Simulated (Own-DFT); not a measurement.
# How strain changes the stress of diamond-structure GeSn with randomly placed atoms, 64 atoms (Ge52Sn12)

These are calculations, not measurements. The program, named Own-DFT, is a retired in-house plane-wave density functional code that no person has reviewed. Each row is one single-point run on a periodic cell that was not relaxed, without spin or spin-orbit coupling.

Settings of every run: PBE; PseudoDojo norm-conserving scalar-relativistic files; cutoff 49 hartree; 3 x 3 x 3 k mesh centred on Gamma; Fermi-Dirac smearing of 0.1 eV.

Known limits: forces on such cells moved up to 12 meV/angstrom on a denser k mesh; stress not checked against mesh or cutoff.

Unstrained cell vectors in Å: (11.628, 0.000, 0.000); (0.000, 11.628, 0.000); (0.000, 0.000, 11.628). The unstrained cell has measured lattice constants (interpolated for alloys), not those of this functional. That, the random moves and any unrelaxed bonds set the pressure at no strain. Each run strains this cell uniformly, with the atoms carried along. Every atom was also moved at random, by a Gaussian of width 0.05 Å on each axis. The random placing of the alloy's atoms differs from row to row. Strain is the symmetric tensor, in per cent. Stress is positive in tension, and the pressure is minus a third of its trace.

```
run,e_xx (%),e_yy (%),e_zz (%),s_xx (GPa),s_yy (GPa),s_zz (GPa),P (GPa),E (meV/atom)
1,-1.25,-1.25,0.00,-7.57,-7.42,-7.02,7.33,49.1
2,2.00,2.00,0.00,-2.29,-2.31,-3.27,2.62,0.0
3,-2.75,-2.75,0.00,-10.13,-10.41,-8.73,9.76,70.9
4,-3.00,-3.00,0.00,-11.06,-11.37,-9.61,10.68,108.6
5,0.75,0.75,0.00,-4.10,-4.29,-4.61,4.33,19.2
6,0.50,0.50,0.00,-4.63,-4.77,-4.96,4.79,29.8
7,3.00,3.00,0.00,-1.15,-1.26,-2.80,1.74,16.0
8,1.75,1.75,0.00,-2.75,-2.73,-3.67,3.05,9.5
9,-2.50,-2.50,0.00,?,?,?,?,?
```

E is the free energy for each atom above the lowest run shown.

## Worked fit

The change of volume is close to e_xx + e_yy + e_zz. A straight line through the runs shown gives P = 5.76 - 75 x (fractional change of volume) GPa, with an error of 3 on the slope and a scatter of 0.36 GPa. The strain isn't the same on all axes, but the crystal is cubic, so the slope still estimates the bulk modulus, averaged over pressures from 1.7 to 10.7 GPa.

## Withheld run

Question: what pressure should run 9 give? Its volume changes by -4.94 %.

The line gives 9.5 GPa. The calculation gave 9.89 GPa.
